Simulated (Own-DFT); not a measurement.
Simulation results for AlN (wurtzite, atoms displaced)

A calculation, not a measurement: plane-wave PBE density functional theory by an unreviewed code, no spin, of a simulated periodic cell, stress positive in tension, free energy of the whole cell less one offset for each atom, forces on such cells passed a denser k mesh, this cell's mesh not checked; offsets are fitted by least squares, one for each functional and potential file, so energies compare only between cells with the same atoms and settings and are not formation energies; the far tail of each file's local potential was reset to the Coulomb form; each entry is a single point on an unrelaxed cell, so the pressure reflects the starting lattice, mostly measured values (interpolated for alloys), from which strain is counted, and rises with the displacements; printed positions are rounded, which can move forces by about a meV/angstrom; the program, named Own-DFT, is a retired in-house code; no spin-orbit coupling. Program: Own-DFT development build.

Common to all runs: functional PBE; potential files PseudoDojo norm-conserving, scalar-relativistic, standard set; wave cutoff 42 hartree; occupations Fermi-Dirac; smearing width 0.1 eV; k mesh 2 x 2 x 2 centred on Gamma.

(1) AlN (wurtzite, atoms displaced)

```
AlN
1.0
     12.4480     0.0000     0.0000
     -6.2240    10.7803     0.0000
      0.0000     0.0000     9.9640
Al N Al N Al N Al N Al N Al N Al N Al N Al N Al N Al N Al N Al N Al N Al N Al N Al N Al N Al N Al N Al N Al N Al N Al N Al N Al N Al N Al N Al N Al N Al N Al N
2 2 2 2 2 2 2 2 2 2 2 2 2 2 2 2 2 2 2 2 2 2 2 2 2 2 2 2 2 2 2 2 2 2 2 2 2 2 2 2 2 2 2 2 2 2 2 2 2 2 2 2 2 2 2 2 2 2 2 2 2 2 2 2
Direct
  0.08380 0.16645 0.99897
  0.17075 0.08478 0.25127
  0.08343 0.16531 0.18814
  0.16501 0.08139 0.44311
  0.08349 0.16811 0.50169
  0.16826 0.08513 0.75285
  0.08098 0.16408 0.69547
  0.16353 0.08205 0.94416
  0.08486 0.41977 0.00108
  0.16546 0.33326 0.25180
  0.08152 0.41878 0.18891
  0.16355 0.33209 0.44172
  0.08330 0.41593 0.49738
  0.16772 0.33452 0.74730
  0.08054 0.41739 0.68678
  0.16689 0.33308 0.93967
  0.08487 0.66514 0.99851
  0.16610 0.58420 0.25021
  0.08429 0.66888 0.19246
  0.16362 0.58168 0.44352
  0.08577 0.66682 0.49981
  0.16707 0.58412 0.75014
  0.08261 0.66419 0.69119
  0.16496 0.58153 0.94199
  0.08495 0.91778 0.00010
  0.16554 0.82971 0.24748
  0.08348 0.91771 0.18728
  0.16621 0.83269 0.43966
  0.08326 0.91650 0.50207
  0.16572 0.83333 0.74893
  0.08369 0.91530 0.69273
  0.16588 0.83129 0.93929
  0.33412 0.16751 0.99926
  0.41913 0.08620 0.25058
  0.33293 0.16508 0.18999
  0.41466 0.08048 0.43858
  0.33153 0.16600 0.50018
  0.41839 0.08448 0.74884
  0.33303 0.16718 0.69004
  0.41661 0.08456 0.94197
  0.33372 0.41777 0.00108
  0.41680 0.33581 0.24926
  0.33398 0.42089 0.19048
  0.41546 0.33048 0.43889
  0.33332 0.41693 0.49729
  0.41757 0.33296 0.74969
  0.33109 0.41478 0.69143
  0.41767 0.33190 0.93936
  0.33234 0.66561 0.99730
  0.41564 0.58387 0.24981
  0.33285 0.66539 0.19226
  0.41789 0.58434 0.44030
  0.33245 0.66534 0.50097
  0.41796 0.58345 0.74784
  0.33642 0.66925 0.69245
  0.41802 0.58180 0.93855
  0.33277 0.91698 0.00033
  0.41541 0.83206 0.25181
  0.33360 0.91977 0.19314
  0.41613 0.83428 0.44227
  0.33004 0.91535 0.49751
  0.41682 0.83351 0.75307
  0.33391 0.91553 0.69081
  0.41827 0.83564 0.94225
  0.58380 0.16946 0.00111
  0.66821 0.08175 0.24954
  0.57853 0.16381 0.18911
  0.66631 0.08385 0.43990
  0.57717 0.16411 0.49430
  0.66518 0.08498 0.74950
  0.58401 0.16738 0.69310
  0.66640 0.08472 0.94141
  0.58530 0.41923 0.99891
  0.66411 0.33181 0.24807
  0.58361 0.41490 0.18882
  0.66280 0.33493 0.43991
  0.58306 0.41669 0.50350
  0.66914 0.33369 0.75230
  0.58249 0.41580 0.68636
  0.66575 0.33417 0.93874
  0.58505 0.66878 0.00170
  0.66622 0.58535 0.24853
  0.58269 0.66744 0.19035
  0.66917 0.58346 0.44406
  0.58586 0.66766 0.50012
  0.66545 0.58363 0.75087
  0.58172 0.66991 0.69218
  0.66754 0.58129 0.94161
  0.58329 0.91614 0.99801
  0.66613 0.83559 0.25170
  0.58455 0.91839 0.19230
  0.66600 0.83381 0.43924
  0.58333 0.91604 0.50098
  0.66707 0.83436 0.75028
  0.58294 0.91623 0.69034
  0.66734 0.83131 0.94173
  0.83216 0.16308 0.99949
  0.91550 0.07953 0.24852
  0.83359 0.16525 0.18901
  0.91820 0.08421 0.44114
  0.83578 0.16518 0.50094
  0.91493 0.08062 0.74928
  0.83112 0.16679 0.68901
  0.91695 0.08110 0.94071
  0.83360 0.41507 0.99964
  0.91861 0.33447 0.24997
  0.83751 0.42037 0.19274
  0.91422 0.33176 0.44037
  0.83239 0.41782 0.49693
  0.91337 0.32953 0.75131
  0.83531 0.41953 0.69084
  0.91873 0.33358 0.94187
  0.83482 0.66868 0.00330
  0.91847 0.58615 0.25287
  0.83240 0.66687 0.18333
  0.91525 0.58099 0.44554
  0.83432 0.66653 0.50396
  0.91370 0.58277 0.74886
  0.83348 0.66782 0.69046
  0.91619 0.58394 0.93735
  0.83077 0.91548 0.99856
  0.91400 0.83024 0.25154
  0.83528 0.91909 0.19109
  0.91271 0.83121 0.44305
  0.83457 0.91856 0.49832
  0.91450 0.83372 0.75193
  0.83421 0.91744 0.69250
  0.91650 0.83502 0.94013
```

| Quantity | Value |
| --- | --- |
| free energy of cell above offsets | -62.402 eV |
| pressure | 3.74 GPa |
| stress xx | -3.14 GPa |
| stress yy | -4.09 GPa |
| stress zz | -3.99 GPa |
| stress yz | 0.08 GPa |
| stress xz | 0.16 GPa |
| stress xy | 0.08 GPa |

Force:
```tsv
element	x (eV/Å)	y (eV/Å)	z (eV/Å)
Al	-0.376	0.142	0.057
Al	-0.807	-0.569	-0.288
N	0.007	0.445	0.774
N	-0.09	0.399	-0.218
Al	0.241	-0.595	0.269
Al	-0.155	-0.58	-0.047
N	0.193	0.544	-0.768
N	0.963	0.43	-0.652
Al	0.231	-1.125	-0.345
Al	-0.122	-0.201	-0.747
N	0.862	-0.073	0.591
N	0.706	0.263	-0.254
Al	-0.955	-0.055	0.524
Al	-0.857	-0.264	0.46
N	0.657	-0.277	0.622
N	-0.1	0.354	0.151
Al	-1.061	0.207	0.027
Al	0.088	-0.106	0.229
N	0.075	-0.862	-0.49
N	0.877	0.228	-0.753
Al	-0.768	-0.094	0.537
Al	-0.019	-0.372	-0.297
N	-0.21	0.61	-0.078
N	0.531	0.57	-0.341
Al	-0.333	-0.481	-0.191
Al	-0.362	1.593	0.262
N	0.05	-0.509	1.048
N	-0.428	-0.198	-0.033
Al	-0.205	-0.353	-0.106
Al	0.451	-0.423	0.095
N	-0.527	0.445	-0.143
N	0.156	0.261	0.297
Al	-0.271	-0.321	0.165
Al	-0.753	-0.747	-0.256
N	0.076	0.92	0.151
N	-0.663	0.305	0.379
Al	0.254	-0.185	-0.089
Al	-0.278	-0.339	0.323
N	0.191	-0.129	0.102
N	0.133	-0.229	-0.39
Al	0.133	-0.435	-0.545
Al	0.261	-0.525	-0.25
N	0.039	-0.803	0.277
N	-0.311	0.602	0.205
Al	0.129	-0.197	0.379
Al	-0.216	0.069	-0.046
N	0.606	0.462	-0.646
N	-0.34	0.539	0.273
Al	0.426	0.136	0.321
Al	0.287	0.317	0.121
N	-0.341	0.303	-0.458
N	-0.013	-0.178	0.161
Al	-0.068	0.434	0.032
Al	-0.417	-0.251	0.288
N	-0.387	-0.618	-0.024
N	-0.304	0.514	0.326
Al	-0.089	0.274	0.194
Al	-0.044	0.554	-0.206
N	0.338	-0.734	-0.322
N	0.124	-0.506	-0.136
Al	0.566	0.023	0.474
Al	0.024	0.26	-0.533
N	-0.329	0.319	-0.112
N	-0.16	-0.63	0.064
Al	-0.109	-0.514	-0.364
Al	-0.54	0.601	0.07
N	1.331	0.76	0.321
N	0.145	-0.116	0.174
Al	1.175	0.702	0.885
Al	0.353	-0.451	-0.006
N	-0.358	0.156	-0.844
N	0.04	-0.253	-0.149
Al	-0.181	-0.696	0.132
Al	0.621	0.279	0.28
N	-0.57	0.701	0.122
N	0.743	-0.612	-0.176
Al	-0.261	0.011	-1.085
Al	-0.343	0.185	-0.869
N	0.107	0.271	1.438
N	0.468	0.034	0.645
Al	0.041	-0.859	-0.386
Al	0.405	-0.605	0.318
N	0.006	0.19	0.305
N	-0.52	0.059	-0.682
Al	-0.204	-0.015	0.055
Al	0.13	-0.001	-0.211
N	0.953	-0.461	-0.373
N	-0.455	0.913	-0.169
Al	0.117	0.354	0.525
Al	0.404	-0.164	-0.453
N	-0.28	-0.657	-0.529
N	0.323	0.045	0.466
Al	-0.384	0.31	-0.176
Al	-0.088	0.142	-0.006
N	0.071	0.275	0.431
N	-0.647	0.439	-0.268
Al	0.227	0.589	-0.04
Al	0.197	1.187	0.093
N	0.026	0.24	0.301
N	0.102	-0.204	-0.172
Al	-1.122	0.387	-0.395
Al	-0.262	0.656	0.424
N	0.497	-0.522	0.436
N	-0.479	0.169	-0.165
Al	-0.105	0.619	0.057
Al	-0.523	-0.548	-0.004
N	-0.65	-0.593	-0.247
N	0.366	0.113	-0.098
Al	0.013	-1.006	0.581
Al	0.245	1.01	-0.303
N	-0.251	-0.887	-0.182
N	-0.302	-0.439	-0.068
Al	0.249	-0.184	-1.849
Al	-0.326	-0.337	-0.189
N	0.149	-0.092	2.238
N	0.139	1.126	-0.839
Al	-0.1	-0.086	-0.273
Al	0.647	0.338	0.089
N	-0.428	-0.052	0.449
N	0.244	-0.133	0.783
Al	0.809	0.32	0.417
Al	0.345	0.803	-0.401
N	-0.348	-1.261	-0.061
N	0.717	0.239	-0.333
Al	-0.261	-0.342	0.404
Al	0.705	-0.059	-0.131
N	-0.426	-0.35	-0.64
N	0.095	-0.279	0.283
```

(2) AlN (wurtzite, atoms displaced)

```
AlN
1.0
     12.4480     0.0000     0.0000
     -6.2240    10.7803     0.0000
      0.0000     0.0000     9.9640
Al N Al N Al N Al N Al N Al N Al N Al N Al N Al N Al N Al N Al N Al N Al N Al N Al N Al N Al N Al N Al N Al N Al N Al N Al N Al N Al N Al N Al N Al N Al N Al N
2 2 2 2 2 2 2 2 2 2 2 2 2 2 2 2 2 2 2 2 2 2 2 2 2 2 2 2 2 2 2 2 2 2 2 2 2 2 2 2 2 2 2 2 2 2 2 2 2 2 2 2 2 2 2 2 2 2 2 2 2 2 2 2
Direct
  0.08505 0.16584 0.99803
  0.16621 0.08095 0.25194
  0.08437 0.16663 0.18864
  0.16539 0.08039 0.44540
  0.08579 0.17019 0.49965
  0.16653 0.08343 0.75028
  0.08380 0.16611 0.69114
  0.16663 0.08528 0.93516
  0.08519 0.41671 0.99912
  0.16881 0.33143 0.24732
  0.08461 0.41598 0.19021
  0.16642 0.33231 0.43823
  0.08354 0.41474 0.50049
  0.16703 0.33417 0.75297
  0.08259 0.41625 0.69379
  0.16497 0.33096 0.94094
  0.08371 0.66641 0.99914
  0.16497 0.58237 0.25096
  0.08390 0.66966 0.19248
  0.16575 0.58455 0.44295
  0.08319 0.66632 0.50271
  0.16562 0.58522 0.75245
  0.08476 0.66768 0.68794
  0.16640 0.58346 0.93814
  0.08424 0.91656 0.99892
  0.16762 0.83164 0.25245
  0.08489 0.91761 0.19113
  0.16526 0.83548 0.44133
  0.08204 0.91599 0.50075
  0.16644 0.83421 0.74659
  0.08398 0.91667 0.69267
  0.16592 0.83481 0.93855
  0.33598 0.16801 0.99989
  0.41538 0.08371 0.25024
  0.33209 0.16603 0.18954
  0.41771 0.08180 0.44427
  0.32892 0.16550 0.50165
  0.41591 0.08455 0.74949
  0.33435 0.16590 0.68901
  0.42039 0.08411 0.93991
  0.32967 0.41429 0.99857
  0.41415 0.33220 0.25054
  0.33287 0.41637 0.19120
  0.41549 0.33227 0.44233
  0.33324 0.41628 0.50219
  0.41855 0.33335 0.75088
  0.33293 0.41515 0.69005
  0.41550 0.33256 0.94040
  0.32974 0.66265 0.00333
  0.41614 0.58284 0.25052
  0.33487 0.66797 0.18822
  0.41645 0.58193 0.43959
  0.33295 0.66673 0.50231
  0.41555 0.58170 0.75218
  0.33545 0.66761 0.69110
  0.41863 0.58242 0.94466
  0.33632 0.91499 0.99785
  0.41543 0.83106 0.25062
  0.33249 0.91633 0.18990
  0.41569 0.83158 0.44321
  0.33325 0.91631 0.49893
  0.41549 0.83235 0.75142
  0.33493 0.91753 0.68922
  0.41648 0.83491 0.93804
  0.58559 0.16378 0.00053
  0.66786 0.08342 0.25233
  0.58534 0.16690 0.19185
  0.66420 0.08486 0.44521
  0.58542 0.16664 0.49835
  0.66941 0.08554 0.75147
  0.58210 0.16714 0.69400
  0.66680 0.08234 0.94020
  0.58579 0.41618 0.00158
  0.66479 0.33403 0.24794
  0.58374 0.41950 0.19037
  0.66699 0.33456 0.44500
  0.58274 0.41893 0.49948
  0.66666 0.33628 0.74694
  0.58342 0.41567 0.69126
  0.66670 0.33467 0.94394
  0.58175 0.66720 0.99634
  0.66845 0.58458 0.25276
  0.58212 0.66587 0.19173
  0.66714 0.58301 0.44101
  0.58166 0.66519 0.50240
  0.66520 0.58193 0.75095
  0.58479 0.66841 0.69225
  0.66549 0.58136 0.94015
  0.58470 0.91988 0.99849
  0.66837 0.83332 0.25228
  0.58130 0.91449 0.18681
  0.66863 0.83316 0.44115
  0.58144 0.91616 0.50173
  0.66843 0.83427 0.74984
  0.58398 0.91987 0.68964
  0.66729 0.83499 0.94026
  0.83196 0.16870 0.00090
  0.91609 0.08444 0.25064
  0.83442 0.16698 0.19134
  0.91788 0.08795 0.44140
  0.83213 0.16441 0.49610
  0.91581 0.08299 0.74973
  0.83690 0.16737 0.69075
  0.91866 0.08629 0.94136
  0.83571 0.41591 0.99670
  0.91509 0.33261 0.25140
  0.83477 0.41759 0.19165
  0.91612 0.33203 0.44071
  0.83311 0.41690 0.50025
  0.91546 0.33230 0.74753
  0.83305 0.41719 0.68834
  0.91673 0.33403 0.94256
  0.83213 0.66416 0.99936
  0.91698 0.58381 0.25145
  0.83658 0.66974 0.19128
  0.91374 0.58168 0.43666
  0.83140 0.66585 0.50179
  0.91862 0.58231 0.75123
  0.83529 0.66989 0.68889
  0.91274 0.58266 0.94260
  0.83435 0.91700 0.99937
  0.91612 0.83192 0.24725
  0.83310 0.91756 0.19086
  0.92040 0.83503 0.44195
  0.83316 0.91691 0.49798
  0.91341 0.83142 0.74806
  0.83346 0.91858 0.69347
  0.91765 0.83590 0.94361
```

| Item | Value |
| --- | --- |
| free energy of cell above offsets | -62.441 eV |
| pressure | 3.74 GPa |
| stress xx | -3.58 GPa |
| stress yy | -3.76 GPa |
| stress zz | -3.89 GPa |
| stress yz | -0.32 GPa |
| stress xz | 0.02 GPa |
| stress xy | 0.44 GPa |

Force:
```tsv
element	x (eV/Å)	y (eV/Å)	z (eV/Å)
Al	-0.449	-0.26	0.224
Al	-0.285	0.21	-0.051
N	0.049	-0.345	0.374
N	-0.474	0.648	-0.807
Al	-0.105	-0.786	0.354
Al	0.164	-0.031	-0.591
N	-0.221	0.429	-0.14
N	0.78	-0.307	1.13
Al	-0.489	-0.273	0.214
Al	-0.67	0.135	0.211
N	-0.209	0.09	0.056
N	0.198	0.517	0.232
Al	-0.27	0.243	0.008
Al	-0.046	-0.559	-0.571
N	0.159	0.363	-0.309
N	0.038	0.593	0.032
Al	-0.544	0.505	0.318
Al	0.171	0.15	0.003
N	0.399	-0.889	-0.488
N	0.415	-0.427	-0.202
Al	-0.591	0.215	-1.037
Al	0.682	-0.272	-0.956
N	-0.29	-0.252	0.87
N	-0.078	-0.154	0.693
Al	-0.169	0.476	0.103
Al	-0.52	0.771	-0.287
N	0.019	-0.353	-0.124
N	0.685	-0.653	0.206
Al	0.236	0.07	0.471
Al	0.327	0.289	0.365
N	-0.541	-0.117	-0.319
N	0.729	-0.545	0.034
Al	-0.247	-0.592	-0.377
Al	0.479	-0.216	0.218
N	0.121	0.157	0.325
N	-0.581	0.484	-0.742
Al	1.229	-0.052	-0.135
Al	0.544	-0.336	-0.038
N	-0.566	0.377	0.485
N	-0.488	-0.203	0.336
Al	0.831	0.166	0.42
Al	0.394	0.275	-0.053
N	0.117	0.064	-0.327
N	-0.071	0.093	-0.221
Al	-0.141	-0.084	-0.534
Al	-0.314	-0.436	-0.126
N	0.002	0.293	0.524
N	0.285	0.356	0.17
Al	0.609	0.995	-0.883
Al	0.2	0.034	-0.282
N	-0.509	-0.682	0.811
N	-0.294	0.181	0.491
Al	0.135	-0.291	-0.233
Al	0.159	0.268	-0.078
N	-0.353	-0.512	0.35
N	-1.186	-0.318	-0.698
Al	-1.238	0.565	0.216
Al	-0.004	0.629	-0.076
N	0.376	-0.056	0.152
N	0.061	0.026	-0.56
Al	-0.161	0.05	0.275
Al	0.223	0.608	-0.551
N	-0.313	-0.301	0.217
N	0.726	-0.966	0.538
Al	-0.76	0.794	-0.096
Al	-0.287	-0.386	-0.178
N	-0.342	-0.119	0.016
N	1.22	-0.803	-0.938
Al	-1.241	0.5	0.986
Al	-0.406	-0.024	-0.613
N	0.633	0.312	-0.423
N	0.323	0.495	0.07
Al	-0.892	0.088	-0.146
Al	0.555	0.153	0.486
N	-0.091	-0.467	0.43
N	-0.231	-0.095	-0.789
Al	0.332	-0.764	0.112
Al	0.407	-0.893	0.682
N	-0.493	0.686	-0.29
N	0.708	-0.495	-0.639
Al	0.851	0.235	0.937
Al	-0.249	0.193	-0.673
N	0.342	0.197	-0.165
N	-0.427	0.275	0.31
Al	0.174	0.279	-0.38
Al	0.375	0.292	-0.123
N	-0.231	-0.528	0.017
N	-0.066	0.37	0.059
Al	0.075	-0.996	0.009
Al	-0.51	-0.206	-0.697
N	0.272	0.493	0.984
N	-0.68	-0.024	0.258
Al	0.317	0.086	-0.091
Al	-0.633	0.337	0.05
N	0.309	-0.554	0.494
N	-0.027	-0.169	-0.056
Al	0.862	-0.407	-0.082
Al	0.659	-0.083	-0.296
N	-0.49	-0.031	0.095
N	0.539	-0.955	-0.272
Al	-0.316	0.612	0.903
Al	0.555	0.351	0.338
N	-0.807	-0.06	-0.307
N	-0.401	-0.298	0.032
Al	-0.906	0.136	0.917
Al	0.36	0.35	-0.254
N	-0.257	-0.122	-0.318
N	-0.024	0.202	0.235
Al	0.089	-0.04	-0.526
Al	0.118	0.06	0.358
N	0.25	0.124	0.584
N	0.376	-0.023	-0.672
Al	-0.57	0.902	0.295
Al	-0.023	-0.028	-0.557
N	-0.416	-0.936	-0.201
N	0.394	0.41	1.216
Al	0.579	0.39	-0.573
Al	-0.665	0.433	-0.256
N	-0.022	-1.215	0.569
N	1.296	-0.009	-0.573
Al	-0.327	0.438	0.105
Al	0.229	0.889	0.439
N	0.173	-0.001	0.196
N	-1.089	-0.528	-0.348
Al	0.536	0.393	0.418
Al	0.589	0.959	0.649
N	0.167	-0.365	-0.779
N	0.088	-0.867	-0.568
```
